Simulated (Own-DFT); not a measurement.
# One host, several defects: C11b WSi2

Everything here is calculated. The program is Own-DFT (plane waves, in-house, since retired, never reviewed by a person); positions were held fixed, and spin and spin-orbit coupling were off.

All runs used: PBE; PseudoDojo norm-conserving scalar-relativistic files; cutoff 50 hartree; 5 x 5 x 5 k mesh centred on Gamma; cold (Marzari-Vanderbilt) smearing of 0.2 eV.

Known weak points: forces on such cells failed a check on a denser k mesh; stress not checked against mesh or cutoff.

All runs share one cell, with vectors in Å (-2.148, -5.953, 3.409); (-6.444, 2.976, 1.136); (-2.553, -2.948, -6.757) and a volume of 403.2 Å³. The atoms are randomly displaced, by u rms on each axis. The defect's site can differ from row to row.

```
              cell  formula   u (Å)  P (GPa)
         no defect  Si20W10  0.0187     4.60
         no defect  Si20W10  0.0212     4.43
         no defect  Si20W10  0.0502     6.48
one W on a Si site  Si19W11  0.0282     9.74
one W on a Si site  Si19W11  0.0462    11.39
one W on a Si site  Si19W11  0.0502    11.46
     one W vacancy   Si20W9  0.0263     3.22
     one W vacancy   Si20W9  0.0299     3.51
     one W vacancy   Si20W9  0.0510     4.75
    one Si vacancy  Si19W10  0.0285     3.16
    one Si vacancy  Si19W10  0.0311     3.64
    one Si vacancy  Si19W10  0.0463     4.32
one Si on a W site   Si21W9  0.0269     6.02
one Si on a W site   Si21W9  0.0311     5.90
one Si on a W site   Si21W9  0.0521     7.30
one Si on a W site   Si21W9  0.0525        ?
```

## What the rows give

P = P0 + c u² + a shift for each defect gives P0 = 4.23 GPa, c = 845 ± 63 GPa/Å² and a scatter of 0.20 GPa. The shifts, and each times the cell's volume:

- one W on a Si site: 5.10 ± 0.17 GPa, 12.8 eV
- one Si on a W site: 0.94 ± 0.17 GPa, 2.4 eV
- one W vacancy: -1.58 ± 0.17 GPa, -4.0 eV
- one Si vacancy: -1.63 ± 0.17 GPa, -4.1 eV

Against the defect-free cell, a freed cell would be larger where the shift is positive and smaller where it is negative (160.2 GPa Å³ is 1 eV). The atoms around the defects weren't relaxed, which would change these numbers.

## Check

Asked: what pressure belongs in the blank (one Si on a W site, u = 0.0525 Å)?

From the fit: 7.50 ± 0.25 GPa. DFT gave 7.64 GPa.
